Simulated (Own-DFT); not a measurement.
# What a defect does to the pressure of its cell: zincblende GaAs

Everything here is calculated. The program is Own-DFT (plane waves, in-house, since retired, never reviewed by a person); positions were held fixed, and spin and spin-orbit coupling were off.

Method: PBE; PseudoDojo norm-conserving scalar-relativistic files; cutoff 42 hartree; 3 x 3 x 3 k mesh centred on Gamma; Fermi-Dirac smearing of 0.1 eV.

Limits (not all hold for every row): not probed for a lower state with spin; forces not confirmed at this smearing and k mesh; stress not checked against mesh or cutoff.

All runs share one cell, with vectors in Å (10.862, 0.000, 0.000); (0.000, 10.862, 0.000); (0.000, 0.000, 11.796) and a volume of 1391.7 Å³, strained against the parent crystal. u is the rms random offset of the atoms per axis. The defect's site can differ from row to row.

```
cell,formula,u (Å),P (GPa)
no defect,As32Ga32,0.0302,6.66
no defect,As32Ga32,0.0511,7.08
no defect,As32Ga32,0.0522,6.99
one In on a Ga site,As32Ga31In,0.0263,7.39
one In on a Ga site,As32Ga31In,0.0279,7.44
one In on a Ga site,As32Ga31In,0.0291,7.43
one In on a Ga site,As32Ga31In,0.0311,?
one Al on a Ga site,AlAs32Ga31,0.0297,6.66
one Al on a Ga site,AlAs32Ga31,0.0510,7.08
one Al on a Ga site,AlAs32Ga31,0.0547,7.10
one P on an As site,As31Ga32P,0.0284,6.39
one P on an As site,As31Ga32P,0.0318,6.39
one P on an As site,As31Ga32P,0.0464,6.59
one As vacancy and one Ga vacancy,As31Ga31,0.0303,5.89
one As vacancy and one Ga vacancy,As31Ga31,0.0506,6.28
one As vacancy and one Ga vacancy,As31Ga31,0.0520,6.12
```

## Worked fit

P = P0 + c u² + a shift for each defect gives P0 = 6.50 GPa, c = 195 ± 22 GPa/Å² and a scatter of 0.06 GPa. The shifts, and each times the cell's volume:

- one In on a Ga site: 0.77 ± 0.06 GPa, 6.6 eV
- one Al on a Ga site: 0.02 ± 0.05 GPa, 0.2 eV (not resolved)
- one P on an As site: -0.30 ± 0.05 GPa, -2.6 eV
- one As vacancy and one Ga vacancy: -0.81 ± 0.05 GPa, -7.0 eV

Against the defect-free cell, a freed cell would be larger where the shift is positive and smaller where it is negative (160.2 GPa Å³ is 1 eV). The atoms around the defects weren't relaxed, which would change these numbers.

## Check

The question: what pressure belongs in the blank (one In on a Ga site, u = 0.0311 Å)?

The fitted form gives 7.46 ± 0.07 GPa. The calculation gave 7.41 GPa.
